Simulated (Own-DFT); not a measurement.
# Device materials side by side: how hard are they to compress?

Source: density functional calculations with Own-DFT, an unreviewed in-house program that is no longer used. Nothing was measured or relaxed, and spin and spin-orbit coupling are left out.

Limits (not all hold for every row): forces on such cells moved up to 12 meV/angstrom on a denser k mesh; forces not confirmed at this smearing and k mesh; k mesh not checked against a denser one; forces on such cells passed a denser k mesh, each cell not checked; stress not checked against mesh or cutoff.

All runs are PBE with PseudoDojo norm-conserving files; cutoff and k mesh are each material's own. Every cell starts from measured lattice constants and was given uniform random strains and small random moves of its atoms. Each triple is the change of volume in per cent, the rms move u in Å and the pressure in GPa.

- wurtzite AlN (Al36N36), 10.45 Å³/atom unstrained: (-2.44, 0.047, 11.69); (-1.79, 0.045, 9.26); (-0.75, 0.051, 7.88); (-0.49, 0.052, 6.95); (0.48, 0.052, 5.41); (0.70, 0.045, 3.87); (1.05, 0.051, 3.38)
- wurtzite GaN (Ga48N48), 11.42 Å³/atom unstrained: (-3.13, 0.051, 14.77); (-2.40, 0.052, 12.85); (-1.20, 0.051, 10.17); (-0.76, 0.046, 9.38); (-0.19, 0.050, 8.03); (0.10, 0.050, 7.21); (3.82, 0.050, 0.70)
- diamond silicon (Si64), 20.02 Å³/atom unstrained: (-3.37, 0.048, 6.08); (-2.01, 0.050, 4.97); (-0.39, 0.050, 3.07); (0.46, 0.046, 2.31); (0.88, 0.045, 1.59); (1.24, 0.050, 1.31); (2.08, 0.051, 0.95)
- zincblende GaAs (As32Ga32), 22.58 Å³/atom unstrained: withheld
- zincblende InP (In32P32), 25.27 Å³/atom unstrained: (-3.00, 0.049, 5.98); (-1.91, 0.050, 5.25); (-1.82, 0.049, 5.23); (-0.11, 0.052, 3.85); (-0.08, 0.046, 3.89); (1.38, 0.047, 2.77); (1.90, 0.049, 2.44)
- grey tin (Sn64), 34.15 Å³/atom unstrained: (-2.59, 0.047, 5.09); (-1.45, 0.049, 4.56); (-1.38, 0.049, 4.71); (-0.81, 0.052, 4.10); (0.02, 0.050, 3.77); (0.71, 0.047, 3.28); (1.34, 0.050, 3.13)

## Worked fit

Fit a line to each set against the fractional change of volume; B is minus its slope, and u is nearly the same within a set. To take it to zero pressure, assume that B rises by 4 GPa for each GPa: B0 = B - 4 x (mean pressure). The bond length of an ideal tetrahedral crystal with the unstrained volume v is d = (√3/4)(8 v)^(1/3). Cohen's empirical rule reads B0 = (1971 - 220 L) d^(-3.5) GPa, with L = 0 for group IV crystals and SiC and 1 for III-V compounds.

```
                  material  L  d (Å)   B (GPa)  mean P (GPa)  B0 (GPa)  rule (GPa)
    wurtzite AlN (Al36N36)  1  1.893  225 ± 15           6.9  197 ± 15         188
    wurtzite GaN (Ga48N48)  1  1.950   201 ± 8           9.0   165 ± 8         169
    diamond silicon (Si64)  0  2.352   101 ± 5           2.9    89 ± 5          99
zincblende GaAs (As32Ga32)  1  2.448         ?             ?         ?          76
  zincblende InP (In32P32)  1  2.541    74 ± 1           4.2    57 ± 1          67
           grey tin (Sn64)  0  2.810    54 ± 4           4.1    37 ± 4          53
```

A line through ln[B0/(1971 - 220 L)] against ln d has a slope of -4.4 ± 0.2 and a scatter of 6 %. Against the rule, B0 stands at 105 % for wurtzite AlN, 98 % for wurtzite GaN, 90 % for diamond silicon, 85 % for zincblende InP, 70 % for grey tin. PBE tends to make silicon and heavier crystals too soft, and the rule itself is only a guide.

## Test on the hidden row

Asked: what B0 does the fitted trend give for zincblende GaAs (As32Ga32)?

The line gives 64 GPa. Its own runs give B = 86 ± 5 GPa at a mean pressure of 4.8 GPa, so B0 = 67 GPa.
